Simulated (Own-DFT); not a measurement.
Hf36O71 (tetragonal hafnia with one neutral oxygen vacancy, atoms displaced) (calculated)

A calculation, not a measurement: plane-wave PBE and HSE06 DFT by an unreviewed code, no spin, of a simulated cell at Gamma alone, so results move with cell size and shape, stress positive in tension, energies less offsets, not probed for a lower state with spin; hafnium file: forces about 75 meV/angstrom off all-electron values; oxygen file: force components 24 meV/angstrom off all-electron in a glass; k mesh not checked against a denser one; forces and stress are PBE's, HSE06 gives the energy alone, and its difference from PBE has offsets of its own; offsets are fitted by least squares, one for each functional and potential file, so energies compare only between cells with the same atoms and settings and are not formation energies; the far tail of each file's local potential was reset to the Coulomb form; each entry is a single point on an unrelaxed cell, so the pressure reflects the starting lattice, taken from the Materials Project, from which strain is counted, and rises with the displacements; printed positions are rounded, which can move forces by about a meV/angstrom; the program is a retired in-house code; no spin-orbit coupling. Program: Own-DFT development build.

Settings shared by all entries: first functional PBE; second functional HSE06; exact exchange share 0.25; screening 0.11 1/bohr; exchange divergence Gygi-Baldereschi; potential files PseudoDojo norm-conserving, scalar-relativistic, made for PBE, standard set; wave cutoff 48 hartree; occupations fixed; k mesh 1 x 1 x 1 centred on Gamma.

(1) Hf36O71 (tetragonal hafnia with one neutral oxygen vacancy, atoms displaced)

```
CELL_PARAMETERS angstrom
10.78000 0.00000 0.00000
0.00000 10.78000 0.00000
0.00000 0.00000 10.44930
ATOMIC_POSITIONS crystal
Hf 0.99941 0.00882 0.99635
Hf 0.17204 0.16440 0.25194
O 0.99806 0.17098 0.16003
O 0.16725 0.99997 0.34979
O 0.99417 0.16305 0.40472
O 0.16889 0.00219 0.10498
Hf 0.00246 0.99901 0.50534
Hf 0.17257 0.16093 0.75773
O 0.00254 0.17298 0.64560
O 0.16693 0.00245 0.85340
O 0.99497 0.16056 0.89767
O 0.16196 0.01208 0.60234
Hf 0.00403 0.33349 0.99913
Hf 0.17147 0.49940 0.25453
O 0.99622 0.49949 0.14616
O 0.16430 0.33109 0.34443
O 0.99712 0.49481 0.40898
O 0.17295 0.33327 0.10588
Hf 0.99408 0.33704 0.50414
Hf 0.16417 0.50613 0.75558
O 0.99853 0.49571 0.64645
O 0.16869 0.32635 0.84937
O 0.99238 0.49423 0.90416
O 0.16427 0.33576 0.60132
Hf 0.00237 0.67227 0.01339
Hf 0.17016 0.83045 0.25691
O 0.99959 0.83617 0.14905
O 0.16776 0.67225 0.34440
O 0.99622 0.83015 0.40529
O 0.15634 0.66480 0.09755
Hf 0.00721 0.66563 0.49993
Hf 0.17117 0.84033 0.75142
O 0.99893 0.83365 0.64773
O 0.16370 0.66738 0.83549
O 0.00097 0.83376 0.90644
O 0.16870 0.66405 0.58732
Hf 0.32780 0.00357 0.00125
Hf 0.49782 0.16776 0.25108
O 0.34033 0.16087 0.15021
O 0.50543 0.99661 0.35068
O 0.33104 0.16018 0.40548
O 0.49848 0.00047 0.09644
Hf 0.32858 0.00032 0.49512
Hf 0.49686 0.15395 0.75019
O 0.33400 0.16583 0.64522
O 0.48880 0.99740 0.85170
O 0.33851 0.15957 0.90181
O 0.49724 0.99407 0.58177
Hf 0.32833 0.33657 0.99026
Hf 0.50378 0.50376 0.24718
O 0.33156 0.49564 0.15366
O 0.33245 0.50548 0.40591
O 0.50033 0.33525 0.09670
Hf 0.33392 0.33356 0.50189
Hf 0.49987 0.49666 0.74672
O 0.33213 0.51316 0.65009
O 0.49925 0.34239 0.84959
O 0.33457 0.49630 0.90746
O 0.49480 0.33315 0.60257
Hf 0.34035 0.66938 0.00621
Hf 0.50080 0.83423 0.25037
O 0.33071 0.83530 0.14482
O 0.50163 0.67122 0.35180
O 0.33388 0.83716 0.39187
O 0.50168 0.66706 0.09669
Hf 0.33205 0.66327 0.49253
Hf 0.49500 0.83628 0.74728
O 0.33113 0.82759 0.65073
O 0.49714 0.67343 0.85192
O 0.33581 0.83237 0.90460
O 0.50198 0.65823 0.59705
Hf 0.66991 0.00217 0.99556
Hf 0.83139 0.16882 0.24888
O 0.66717 0.16167 0.15780
O 0.83380 0.01191 0.34843
O 0.66804 0.16821 0.40642
O 0.83503 0.01055 0.09843
Hf 0.66060 0.00029 0.49307
Hf 0.84302 0.16994 0.75317
O 0.66263 0.16137 0.65140
O 0.83229 0.00431 0.84934
O 0.66059 0.16494 0.89913
O 0.82918 0.99731 0.60090
Hf 0.65515 0.33147 0.99842
Hf 0.82978 0.49103 0.25170
O 0.67014 0.50545 0.14640
O 0.84762 0.32490 0.34496
O 0.67314 0.50680 0.40717
O 0.82036 0.33593 0.10178
Hf 0.66942 0.33135 0.50263
Hf 0.83872 0.49354 0.75679
O 0.66533 0.51357 0.65320
O 0.83417 0.32852 0.84484
O 0.65942 0.49569 0.89432
O 0.82457 0.32871 0.59856
Hf 0.65811 0.66642 0.99487
Hf 0.83315 0.83333 0.24614
O 0.66345 0.83618 0.16075
O 0.82951 0.66259 0.35238
O 0.66157 0.83480 0.40491
O 0.82886 0.66340 0.09716
Hf 0.66998 0.65910 0.50212
Hf 0.83580 0.83239 0.76529
O 0.66814 0.83433 0.65161
O 0.82999 0.66568 0.85121
O 0.66919 0.83699 0.90159
O 0.83001 0.66311 0.60096
```

- PBE energy of cell above offsets: -96.031 eV
- HSE06 less PBE above offsets: 0.114 eV
- PBE pressure: 2.24 GPa
- PBE stress xx: -0.37 GPa
- PBE stress yy: -4.07 GPa
- PBE stress zz: -2.27 GPa
- PBE stress yz: 0.93 GPa
- PBE stress xz: -0.06 GPa
- PBE stress xy: -0.08 GPa

Force:
```
element  x (eV/Å)  y (eV/Å)  z (eV/Å)
     Hf    -0.279    -2.347     2.373
     Hf    -1.122     0.098    -0.182
      O     1.356     0.217    -1.583
      O    -0.031    -0.497     0.427
      O     1.198     0.432     0.494
      O    -1.035      0.54    -0.753
     Hf    -2.878     0.463     -0.75
     Hf     -0.46     1.185    -2.985
      O    -0.093    -0.154      1.83
      O     0.074    -0.732     0.349
      O     0.651     2.154    -0.204
      O      1.55    -1.019     0.661
     Hf    -0.993     0.129     1.927
     Hf     -1.39    -0.974    -0.683
      O     0.759    -0.549      1.14
      O     0.561     0.545     0.678
      O     0.615     1.523    -1.377
      O    -0.827    -0.116     -1.45
     Hf     1.006    -2.249    -0.295
     Hf     0.354    -1.616    -2.303
      O     0.225     0.161     1.553
      O    -0.166     0.963     0.929
      O     0.836      0.68    -0.537
      O     1.053     0.167    -0.538
     Hf    -3.271    -0.428     -1.51
     Hf    -0.557     2.154    -1.569
      O     0.068    -0.375     0.604
      O    -0.043    -2.015     0.605
      O     0.435     0.547    -0.747
      O     3.672    -0.169     0.824
     Hf    -3.158     0.289     0.366
     Hf     -1.27    -1.078    -0.635
      O     1.173    -0.098     1.474
      O    -0.027     0.905     1.174
      O     0.004     0.713    -0.468
      O    -0.142     0.009     0.844
     Hf     1.443    -1.497     1.468
     Hf     1.156    -0.563    -0.033
      O    -0.999     0.381     0.337
      O    -0.616     1.318    -1.206
      O     0.508     1.889    -1.087
      O     0.332    -0.232    -0.366
     Hf     0.043    -0.754     0.461
     Hf     1.197     1.775    -0.669
      O    -0.108    -0.197     1.184
      O     0.678    -0.379    -1.005
      O    -0.601     1.998    -0.839
      O    -1.215     0.223      2.43
     Hf      0.92    -1.291      1.63
     Hf     0.193    -0.285     0.506
      O     0.845     0.925     0.233
      O    -0.066     -2.13    -1.441
      O    -1.069     0.055     0.842
     Hf    -1.096    -0.159     0.505
     Hf     0.564     1.807    -0.796
      O    -0.691     -0.92     0.902
      O    -0.617    -2.773    -0.013
      O    -0.746     1.962    -0.742
      O     0.792     0.534    -1.009
     Hf    -1.037     0.502    -0.954
     Hf    -0.013     0.809     0.641
      O     0.025    -1.087       0.6
      O    -0.531    -1.273    -1.244
      O    -0.449    -0.505     0.587
      O    -0.696    -0.207     0.986
     Hf     1.881     1.642     1.972
     Hf     1.784    -1.148    -0.849
      O    -0.393     0.707    -0.127
      O     -0.05    -0.836     0.078
      O    -1.018    -0.009    -0.442
      O    -1.181     0.825    -0.257
     Hf    -0.457     0.201     1.535
     Hf     0.543    -1.141     0.184
      O    -1.669     0.276    -0.625
      O    -0.384    -2.673    -0.371
      O     -0.87     1.509    -0.651
      O    -0.102     -0.84    -0.814
     Hf     2.404    -0.984     1.076
     Hf    -1.383    -1.851    -2.523
      O     -0.27     0.398     0.748
      O      0.21    -0.273     0.704
      O    -0.325     0.281     0.288
      O     1.086     0.479     -0.33
     Hf     1.264     0.221    -0.298
     Hf     0.787      1.23     -0.41
      O    -1.685    -0.116      0.75
      O    -1.045      2.22     1.229
      O    -0.673    -3.957     -1.89
      O     1.298    -0.177    -1.124
     Hf    -1.672    -0.218     0.064
     Hf    -1.234      2.37    -1.175
      O       0.5    -1.668      0.45
      O     0.187     0.417     1.069
      O      0.45     0.619     0.951
      O     1.141     0.492     0.616
     Hf     2.339    -0.539    -0.623
     Hf    -0.149    -0.126     1.803
      O     0.868    -0.071    -1.308
      O     0.518     0.587    -1.326
      O     0.506     -0.61     -0.52
      O     0.184     0.976     0.125
     Hf     0.331     3.289     1.447
     Hf    -0.851    -0.102     -3.07
      O    -0.829     0.086     1.446
      O      0.09    -0.697       0.1
      O     -0.03    -0.201     0.464
      O     1.907     0.031     0.039
```

(2) Hf36O71 (tetragonal hafnia with one neutral oxygen vacancy, atoms displaced)

```
CELL_PARAMETERS angstrom
10.78000 0.00000 0.00000
0.00000 10.78000 0.00000
0.00000 0.00000 10.44930
ATOMIC_POSITIONS crystal
Hf 0.99644 0.99629 0.00102
Hf 0.16032 0.16235 0.24599
O 0.00480 0.16685 0.15897
O 0.16515 0.99610 0.35034
O 0.00735 0.15547 0.40429
O 0.16449 0.00064 0.09541
Hf 0.99336 0.00722 0.50137
Hf 0.16426 0.16441 0.75188
O 0.99812 0.16741 0.65008
O 0.16585 0.00620 0.84854
O 0.99890 0.17362 0.89994
O 0.16782 0.99681 0.59442
Hf 0.00275 0.33165 0.00153
Hf 0.16801 0.50454 0.25295
O 0.99943 0.50296 0.15208
O 0.16688 0.33972 0.35172
O 0.99849 0.49547 0.40880
O 0.16603 0.33103 0.10123
Hf 0.00160 0.32905 0.50438
Hf 0.17553 0.49545 0.74902
O 0.00131 0.50012 0.65274
O 0.17076 0.33305 0.84838
O 0.99929 0.50354 0.90531
O 0.17570 0.33991 0.60063
Hf 0.00010 0.66494 0.00579
Hf 0.16489 0.83233 0.24889
O 0.99846 0.83623 0.15515
O 0.16590 0.66365 0.34474
O 0.99671 0.83898 0.40464
O 0.16891 0.66783 0.10019
Hf 0.00071 0.66506 0.50283
Hf 0.16448 0.83241 0.75373
O 0.99816 0.83316 0.64970
O 0.17301 0.66814 0.85094
O 0.99274 0.82944 0.90097
O 0.16833 0.66779 0.60204
Hf 0.33651 0.00610 0.00104
Hf 0.49571 0.16516 0.25150
O 0.33224 0.16136 0.15522
O 0.50025 0.00585 0.34599
O 0.33482 0.16772 0.40266
O 0.49699 0.99239 0.10258
Hf 0.33082 0.99851 0.49760
Hf 0.50456 0.16715 0.74427
O 0.32958 0.17126 0.65798
O 0.51219 0.00242 0.85230
O 0.33840 0.16345 0.90584
O 0.49566 0.99331 0.59856
Hf 0.33105 0.34268 0.99726
Hf 0.50119 0.50784 0.24961
O 0.33329 0.50084 0.15779
O 0.49865 0.33212 0.34752
O 0.32752 0.50415 0.40306
O 0.49827 0.32985 0.09651
Hf 0.33092 0.33259 0.50830
Hf 0.50503 0.50427 0.74834
O 0.33249 0.50158 0.65769
O 0.49981 0.32466 0.84666
O 0.33592 0.49209 0.90424
O 0.49758 0.33426 0.59532
Hf 0.32947 0.66244 0.00035
Hf 0.49495 0.82853 0.24785
O 0.33311 0.83660 0.15131
O 0.50891 0.66601 0.34191
O 0.32968 0.83365 0.39717
O 0.50382 0.67010 0.09230
Hf 0.32640 0.66323 0.50177
Hf 0.49349 0.83986 0.74899
O 0.32388 0.83169 0.65543
O 0.33276 0.83540 0.90260
O 0.49941 0.66406 0.60498
Hf 0.66371 0.99873 0.99059
Hf 0.82599 0.16727 0.25120
O 0.66816 0.17299 0.15007
O 0.82963 0.00327 0.35096
O 0.66846 0.16561 0.40870
O 0.83160 0.99058 0.08991
Hf 0.66751 0.00707 0.50511
Hf 0.83602 0.16718 0.74988
O 0.66468 0.16675 0.65020
O 0.83786 0.99529 0.84472
O 0.66643 0.16200 0.90056
O 0.83558 0.99814 0.59448
Hf 0.65930 0.33866 0.00272
Hf 0.82549 0.49986 0.24614
O 0.66448 0.49647 0.15669
O 0.83141 0.33581 0.35615
O 0.66955 0.50446 0.41848
O 0.83194 0.33204 0.09174
Hf 0.66133 0.32114 0.49660
Hf 0.82920 0.49384 0.75109
O 0.65989 0.50118 0.65568
O 0.83200 0.33444 0.84643
O 0.65703 0.50521 0.91021
O 0.83719 0.33563 0.59217
Hf 0.66804 0.66018 0.99566
Hf 0.83032 0.83681 0.24702
O 0.66664 0.83898 0.15268
O 0.83635 0.67656 0.34668
O 0.66417 0.82871 0.40176
O 0.83690 0.66671 0.10395
Hf 0.66659 0.66618 0.50026
Hf 0.83884 0.83930 0.74572
O 0.66732 0.83166 0.65735
O 0.82814 0.65910 0.84231
O 0.66357 0.83740 0.90342
O 0.83321 0.66067 0.59613
```

- PBE stress yy: ?
- PBE pressure: ?
- PBE stress xx: ?

To be estimated
1. Give the missing PBE stress yy for Hf36O71 (tetragonal hafnia with one neutral oxygen vacancy, atoms displaced) (entry 2).
2. Give the missing PBE pressure for Hf36O71 (tetragonal hafnia with one neutral oxygen vacancy, atoms displaced) (entry 2).
3. What PBE stress xx does the calculation give for Hf36O71 (tetragonal hafnia with one neutral oxygen vacancy, atoms displaced) (entry 2)?

Calculated values
1. -2.02 GPa
2. 2.69 GPa
3. -2.75 GPa

Further results for Hf36O71 (tetragonal hafnia with one neutral oxygen vacancy, atoms displaced) (entry 2):

* PBE energy of cell above offsets: -97.853 eV
* HSE06 less PBE above offsets: 0.011 eV
* PBE stress zz: -3.3 GPa
* PBE stress yz: 0 GPa
* PBE stress xz: 0.6 GPa
* PBE stress xy: 0.02 GPa

Force:
```
element  x (eV/Å)  y (eV/Å)  z (eV/Å)
     Hf     0.484    -0.082    -0.255
     Hf     2.426     0.343     1.868
      O    -3.107     0.011    -1.289
      O     0.581     0.378    -0.909
      O    -0.271      3.28    -0.849
      O    -0.089    -0.036      0.07
     Hf      2.33    -3.178    -0.472
     Hf     0.672     0.109     0.006
      O     0.439     0.099      0.22
      O    -0.503    -1.198    -0.106
      O    -0.322    -1.227     0.069
      O    -0.604     0.655     0.633
     Hf    -0.195     1.374     0.203
     Hf    -1.065    -1.763     0.202
      O    -0.181    -0.231      0.52
      O    -0.201    -1.293    -0.319
      O     0.018     0.675    -0.266
      O     0.293     0.232    -0.549
     Hf     0.719     1.264    -1.123
     Hf    -2.478       0.9     0.381
      O     0.333    -0.379     0.741
      O    -0.132    -0.214     0.271
      O      0.21    -0.931     0.134
      O    -2.389    -0.282     0.753
     Hf    -0.225    -0.383    -0.444
     Hf     0.125     0.825     0.569
      O     0.504     0.009    -0.746
      O     -0.22     1.281     1.013
      O     0.383    -0.645     0.155
      O    -0.543    -0.056     -0.05
     Hf    -1.178     0.185     -0.58
     Hf    -0.089     0.293    -0.182
      O     0.761    -0.177      0.45
      O     0.061     -0.76      0.09
      O     0.541     0.232     0.285
      O    -0.489    -0.242    -0.276
     Hf    -0.229    -0.728     0.823
     Hf    -0.748     0.213    -0.801
      O    -0.061    -0.073    -0.048
      O     0.198    -1.232     0.695
      O    -0.101    -0.012     0.743
      O       0.8     0.791    -0.729
     Hf    -0.636     0.205    -0.671
     Hf    -1.728    -0.156     1.741
      O     0.634    -0.238    -0.376
      O    -1.177     0.036    -1.096
      O    -0.362      1.16    -0.325
      O     0.382     0.425     0.197
     Hf     0.147    -3.906     1.502
     Hf    -0.921    -1.746     0.762
      O     0.521     0.194    -1.015
      O     0.798      0.87    -0.084
      O     0.724    -0.372     0.422
      O    -0.426     0.564    -0.062
     Hf      0.61     -0.38    -2.364
     Hf    -0.949     0.476     0.674
      O      1.36     0.088    -0.758
      O     0.505     1.539    -0.158
      O     0.171     2.777    -0.887
      O     0.531    -0.452     0.459
     Hf     0.628     1.542    -0.566
     Hf     1.346     2.067     -0.27
      O    -0.688    -0.793     0.031
      O    -0.685    -0.202     0.701
      O     0.617    -0.899     0.675
      O    -0.835     -0.59    -0.078
     Hf     0.782     0.985     0.352
     Hf     0.739    -1.195     0.398
      O     1.291     0.184     -0.36
      O     0.582    -0.153     0.002
      O    -0.826     0.213    -0.548
     Hf    -0.701    -0.571     1.941
     Hf     0.759     0.432    -0.195
      O    -0.358    -0.304     0.698
      O    -0.352     0.442      -0.5
      O     0.165    -0.649    -1.721
      O     0.355     1.058     0.573
     Hf    -0.694    -3.333    -0.848
     Hf    -0.373     0.303     0.945
      O     1.219    -0.112    -0.599
      O       0.1     1.908    -0.056
      O     0.742     1.716    -0.425
      O    -1.541     0.485     1.353
     Hf     0.293    -2.327    -0.404
     Hf     2.589     0.953     1.859
      O    -0.224     0.004    -0.772
      O    -0.193    -1.113    -1.621
      O    -0.092    -1.967    -2.001
      O     0.178     0.342     0.655
     Hf     0.598     3.535     0.814
     Hf      1.35     1.617    -1.487
      O     1.407     -0.54     0.539
      O    -0.451    -0.642    -0.035
      O    -0.509    -2.211    -1.455
      O    -1.475    -0.606     1.058
     Hf     0.774     4.084     0.557
     Hf    -0.414    -0.199     0.804
      O    -0.459    -0.473     0.221
      O    -0.135    -2.035     -0.23
      O    -0.124     1.639     0.594
      O    -1.023    -0.319     -0.79
     Hf     0.522     1.538     1.027
     Hf    -1.232    -2.529     0.227
      O    -0.182     0.535    -0.166
      O    -0.238     0.945     0.675
      O    -0.025    -2.007    -0.281
      O     0.146     0.128    -0.159
```
